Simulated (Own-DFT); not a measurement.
Simulation results for SiC (2H silicon carbide, strained, atoms displaced)

A calculation, not a measurement: plane-wave PBE density functional theory by an unreviewed code, no spin, of a simulated periodic cell, stress positive in tension, free energy of the whole cell less one offset for each atom, forces on such cells passed a denser k mesh, this cell's mesh not checked; offsets are fitted by least squares, one for each functional and potential file, so energies compare only between cells with the same atoms and settings and are not formation energies; the far tail of each file's local potential was reset to the Coulomb form; each entry is a single point on an unrelaxed cell, so the pressure reflects the starting lattice, mostly measured values (interpolated for alloys), from which strain is counted, and rises with the displacements; printed positions are rounded, which can move forces by about a meV/angstrom; the program, named Own-DFT, is a retired in-house code; no spin-orbit coupling; before rounding, a Quantum ESPRESSO 7.3.1 run of the same cell and cutoff gave forces within 1 meV/angstrom rms on each cell, which checks the program and not the settings. Program: Own-DFT development build.

```xyz
72
Lattice="9.2540 0.1538 -0.0216 -4.4938 7.9851 0.0165 -0.0236 0.0072 9.9929" Properties=species:S:1:pos:R:3 formula=SiC functional=PBE potential_files=PseudoDojo_norm-conserving,scalar-relativistic,standard_set wave_cutoff=42 occupations=Fermi-Dirac smearing_width=0.1 k_mesh=4_x_4_x_3_centred_on_Gamma
Si     9.1906     0.2101     0.0127
Si    -0.0550     1.8214     2.4886
C      4.7557     8.0913     1.8191
C     -0.0009     1.7777     4.3369
Si     0.0331     0.0756     5.0933
Si     0.0182     1.7617     7.5104
C      0.0576     0.0170     6.9012
C      0.0155     1.7783     9.4154
Si    -1.4080     2.6358     0.0519
Si    -1.4988     4.4014     2.4813
C     -1.4839     2.7131     1.8415
C     -1.4130     4.4247     4.3869
Si     7.6840     2.8837     5.0398
Si    -1.5400     4.4558     7.6203
C      7.6330     2.8501     6.8161
C     -1.4727     4.5091     9.4037
Si     6.2300     5.4577     9.9683
Si    -2.9846     7.1547     2.4854
C     -2.9733     5.4060     1.8852
C     -2.9747     6.9912     4.3914
Si    -2.9044     5.3153     4.9652
Si    -2.9938     7.1161     7.5003
C     -3.0188     5.4047     6.8928
C     -3.0449     7.0900     9.4276
Si    -1.4528     7.9711     9.9580
Si     3.1310     1.7804     2.5264
C     -1.3787     8.0178     1.9168
C      3.1344     1.9401     4.3337
Si    -1.4084     8.0320     4.9239
Si     3.0944     1.9579     7.5149
C     -1.3677     8.0318     6.8474
C      3.0616     1.7907     9.4175
Si     1.5727     2.7303     9.8942
Si     1.6116     4.5282     2.5080
C      1.5927     2.7091     1.8367
C      1.5981     4.5022     4.2912
Si     1.6371     2.6884     4.9900
Si     1.6139     4.5810     7.5891
C      1.6161     2.7273     6.8288
C      1.5837     4.5121     9.2719
Si     0.1205     5.4301     9.9569
Si     0.0741     7.1448     2.5157
C      0.0807     5.4422     1.8554
C      0.0845     7.2155     4.3992
Si     0.1190     5.4123     5.0687
Si     0.0697     7.2247     7.5449
C      0.0973     5.3038     6.8365
C      0.0948     7.1620     9.3607
Si     1.6274     8.0540     9.9898
Si     6.1697     1.9103     2.5067
C      6.1651     0.1367     1.9243
C      6.1468     1.8264     4.2839
Si     6.2240     0.1476     4.9504
Si     6.2575     1.9044     7.4447
C      1.6815     8.0790     6.9278
C      6.2148     1.8600     9.2950
Si     4.6575     2.7804     9.8979
Si     4.6524     4.6932     2.4716
C      4.7743     2.7121     1.9093
C      4.7175     4.5290     4.3765
Si     4.6474     2.8541     4.9597
Si     4.6778     4.5811     7.4333
C      4.6801     2.7715     6.9027
C      4.6687     4.5906     9.3585
Si     3.0831     5.3647     9.9700
Si     3.2294     7.2757     2.4827
C      3.0703     5.4389     1.9248
C      3.1783     7.1874     4.3420
Si     3.2307     5.3942     5.0299
Si     3.2713     7.1829     7.4278
C      3.1394     5.4289     6.8253
C      3.2317     7.2011     9.4300
```

Units: wave_cutoff in hartree; smearing_width in eV.

## Withheld values
1. Give the missing stress zz for SiC (2H silicon carbide, strained, atoms displaced).
2. Give the table of force values for SiC (2H silicon carbide, strained, atoms displaced).

## Answers
1. -12.45 GPa
2. 
Force:
| element | x (eV/Å) | y (eV/Å) | z (eV/Å) |
| --- | --- | --- | --- |
| Si | 1.198 | -2.13 | -0.954 |
| Si | 2.532 | -0.791 | -0.224 |
| C | -0.623 | 1.953 | 1.724 |
| C | 0.367 | 0.615 | 1.7 |
| Si | -0.571 | -1.877 | -3.062 |
| Si | -0.037 | 1.578 | -0.486 |
| C | -1.68 | 0.402 | 0.203 |
| C | 0.746 | 0.668 | -1.567 |
| Si | -2.615 | 0.996 | -1.686 |
| Si | 0.96 | 2.285 | 0.377 |
| C | -1.228 | -1.145 | 1.129 |
| C | -0.022 | 0.594 | -0.447 |
| Si | 0.736 | -1.763 | -2.645 |
| Si | 0.92 | 0.456 | -3.111 |
| C | 2.548 | 0.23 | 2.07 |
| C | 0.762 | -1.298 | 1.024 |
| Si | -0.669 | 0.899 | 0.736 |
| Si | 1.036 | -0.46 | 0.584 |
| C | -0.993 | -1.431 | -0.05 |
| C | 0.001 | 3.786 | -0.574 |
| Si | -1.489 | -1.086 | 1.142 |
| Si | 2.245 | 0.541 | 0.952 |
| C | -0.029 | -1.791 | -0.339 |
| C | 0.617 | 0.621 | -0.971 |
| Si | -0.701 | 0.714 | 1.35 |
| Si | 0.349 | 1.895 | -2.035 |
| C | -1.573 | 0.329 | -0.944 |
| C | 0.099 | -2.081 | 0.988 |
| Si | -0.835 | 0.697 | 1.509 |
| Si | 1.104 | -2.794 | -0.432 |
| C | -2.085 | 1.346 | 0.359 |
| C | 1.051 | 0.875 | -1.426 |
| Si | -0.301 | -0.579 | 2.406 |
| Si | -0.958 | -0.985 | -1.027 |
| C | -0.483 | 0.186 | 0.043 |
| C | 0.726 | 0.025 | 3.138 |
| Si | -2.052 | 1.494 | -1.194 |
| Si | -0.194 | -1.084 | -6.038 |
| C | -1.617 | 0.657 | 1.555 |
| C | 0.215 | -0.345 | 4.234 |
| Si | -1.505 | -0.646 | 1.108 |
| Si | 1.792 | 0.526 | 0.598 |
| C | -0.181 | -1.774 | -0.206 |
| C | 1.744 | -1.252 | -0.311 |
| Si | 0.01 | -0.39 | -2.588 |
| Si | 1.626 | -1.376 | -2.057 |
| C | -1.119 | 1.298 | 3.123 |
| C | 0.279 | 0.222 | 0.527 |
| Si | 0.87 | 1.051 | 0.479 |
| Si | 2.138 | -0.997 | -1.119 |
| C | -0.465 | -0.533 | -1.422 |
| C | 0.923 | 2.645 | 2.757 |
| Si | -1.636 | -1.589 | 0.933 |
| Si | -1.919 | -1.252 | 0.672 |
| C | 0.414 | 0.165 | -1.223 |
| C | 0.352 | 0.668 | 1.273 |
| Si | 0.52 | -0.867 | 1.876 |
| Si | 1.252 | -2.602 | 0.059 |
| C | -3.883 | 2.849 | -2.112 |
| C | 0.992 | 2.002 | -0.46 |
| Si | 0.636 | -2.763 | 0.536 |
| Si | 0.782 | -0.107 | 0.693 |
| C | -0.287 | 0.648 | -0.95 |
| C | -0.073 | -0.893 | -0.4 |
| Si | 1.549 | 1.714 | 1.135 |
| Si | -0.981 | -1.055 | 0.153 |
| C | 1.206 | 0.665 | -1.725 |
| C | 1.703 | 0.384 | 1.368 |
| Si | -1.89 | 0.717 | -2.446 |
| Si | -1.294 | 0.948 | 1.63 |
| C | 0.259 | -0.103 | 1.613 |
| C | -1.271 | -0.504 | -1.524 |

Further results for SiC (2H silicon carbide, strained, atoms displaced):

* free energy of cell above offsets: -5.382 eV
* pressure: 5.61 GPa
* stress xx: -2.95 GPa
* stress yy: -1.43 GPa
* stress yz: 1.01 GPa
* stress xz: -0.83 GPa
* stress xy: 8.47 GPa
